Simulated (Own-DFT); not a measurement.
# What random displacements cost in 2H SiC, 32 atoms (C16Si16)

These are calculations, not measurements. The program, named Own-DFT, is a retired in-house plane-wave density functional code that no person has reviewed. Each row is one single-point run on a periodic cell that was not relaxed, without spin or spin-orbit coupling.

Settings of every run: PBE; PseudoDojo norm-conserving scalar-relativistic files; cutoff 42 hartree; 5 x 5 x 3 k mesh centred on Gamma; Fermi-Dirac smearing of 0.1 eV.

Known limits: forces on such cells passed a denser k mesh, each cell not checked; stress not checked against mesh or cutoff.

Cell vectors in Å: (6.165, 0.000, 0.000); (-3.083, 5.339, 0.000); (0.000, 0.000, 10.068). In each run every atom was moved at random and independently from its ideal site; u is the rms move along one axis. E is the free energy for each atom above the fitted value at u = 0, and F the rms of the force components.

| run | u (Å) | E (meV/atom) | F (eV/Å) | largest force (eV/Å) | P (GPa) |
|---|---|---|---|---|---|
| 1 | 0.0282 | 25.5 | 0.777 | 2.75 | 3.66 |
| 2 | 0.0287 | 30.7 | 0.865 | 2.89 | 4.04 |
| 3 | 0.0296 | 36.6 | 0.953 | 2.80 | 4.07 |
| 4 | 0.0538 | ? | ? | ? | ? |
| 5 | 0.0556 | 114.5 | 1.648 | 6.97 | 5.82 |
| 6 | 0.0606 | 136.2 | 1.777 | 6.52 | 6.50 |
| 7 | 0.0882 | 247.8 | 2.150 | 7.33 | 8.27 |
| 8 | 0.1019 | 429.2 | 3.686 | 13.90 | 14.23 |
| 9 | 0.1102 | 424.3 | 3.167 | 10.47 | 13.32 |

## Worked fit

For small independent moves the energy grows as E = (3/2) K u², with K the mean stiffness felt by one atom. The runs with u up to 0.11 Å give K = 24.6 ± 1.5 eV/Å², with residuals divided by u² + 0.0006 Å², since the noise grows with the moves. The scatter is 10.4 meV/atom at u = 0.05 Å. The forces follow F = G u with G = 30.1 eV/Å²; no force at u = 0 is resolved. G exceeds K because the moves of its neighbours add to the force on an atom, and stiffness differs between atoms. The pressure follows P = 2.96 + 944 u² GPa: at fixed volume, shortened bonds push harder than stretched ones pull.

## Withheld run

Question: what energy and rms force should run 4 give?

The fit gives 107 ± 13 meV/atom and about 1.62 eV/Å. The calculation gave 107.3 meV/atom and 1.590 eV/Å.
